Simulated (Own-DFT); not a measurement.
# How strain changes the stress of diamond-structure SiGeSn with randomly placed atoms, 64 atoms (Ge40Si16Sn8)

These are calculations, not measurements. They come from Own-DFT, an in-house plane-wave density functional program, since retired, whose code no person has reviewed. Each row is one single-point run on a periodic cell that was not relaxed, without spin or spin-orbit coupling.

Settings of every run: PBE; PseudoDojo norm-conserving scalar-relativistic files; cutoff 49 hartree; 3 x 3 x 3 k mesh centred on Gamma; Fermi-Dirac smearing of 0.1 eV.

Known limits: forces on such cells moved up to 12 meV/angstrom on a denser k mesh; stress not checked against mesh or cutoff.

Unstrained cell vectors in Å: (11.410, 0.000, 0.000); (0.000, 11.410, 0.000); (0.000, 0.000, 11.410). The unstrained cell has measured lattice constants (interpolated for alloys), not those of this functional. That, the random moves and any unrelaxed bonds set the pressure at no strain. Each run strains this cell uniformly, with the atoms carried along. Every atom was also moved at random, by a Gaussian of width 0.05 Å on each axis. The random placing of the alloy's atoms differs from row to row. Strain is the symmetric tensor, in per cent. Stress is positive in tension, and the pressure is minus a third of its trace.

```
run,e_xx (%),e_yy (%),e_zz (%),s_xx (GPa),s_yy (GPa),s_zz (GPa),P (GPa),E (meV/atom)
1,-2.75,-2.75,0.00,-10.36,-10.65,-9.07,10.03,98.3
2,-1.25,-1.25,0.00,-7.27,-7.18,-6.55,7.00,52.3
3,0.25,0.25,0.00,-4.78,-4.45,-4.77,4.67,45.5
4,1.25,1.25,0.00,-2.67,-2.42,-3.29,2.79,5.4
5,0.50,0.50,0.00,-3.85,-3.77,-4.20,3.94,12.0
6,-0.50,-0.50,0.00,-5.71,-5.71,-5.27,5.56,29.3
7,-1.00,-1.00,0.00,-6.93,-6.94,-6.05,6.64,55.1
8,1.00,1.00,0.00,-2.83,-2.77,-3.59,3.06,0.0
9,0.75,0.75,0.00,?,?,?,?,?
```

E is the free energy for each atom above the lowest run shown.

## Worked fit

The change of volume is close to e_xx + e_yy + e_zz. A straight line through the runs shown gives P = 4.91 - 90 x (fractional change of volume) GPa, with an error of 3 on the slope and a scatter of 0.19 GPa. The strain isn't the same on all axes, but the crystal is cubic, so the slope still estimates the bulk modulus, averaged over pressures from 2.8 to 10.0 GPa.

## Withheld run

Question: what pressure should run 9 give? Its volume changes by 1.51 %.

The line gives 3.5 GPa. The calculation gave 3.69 GPa.
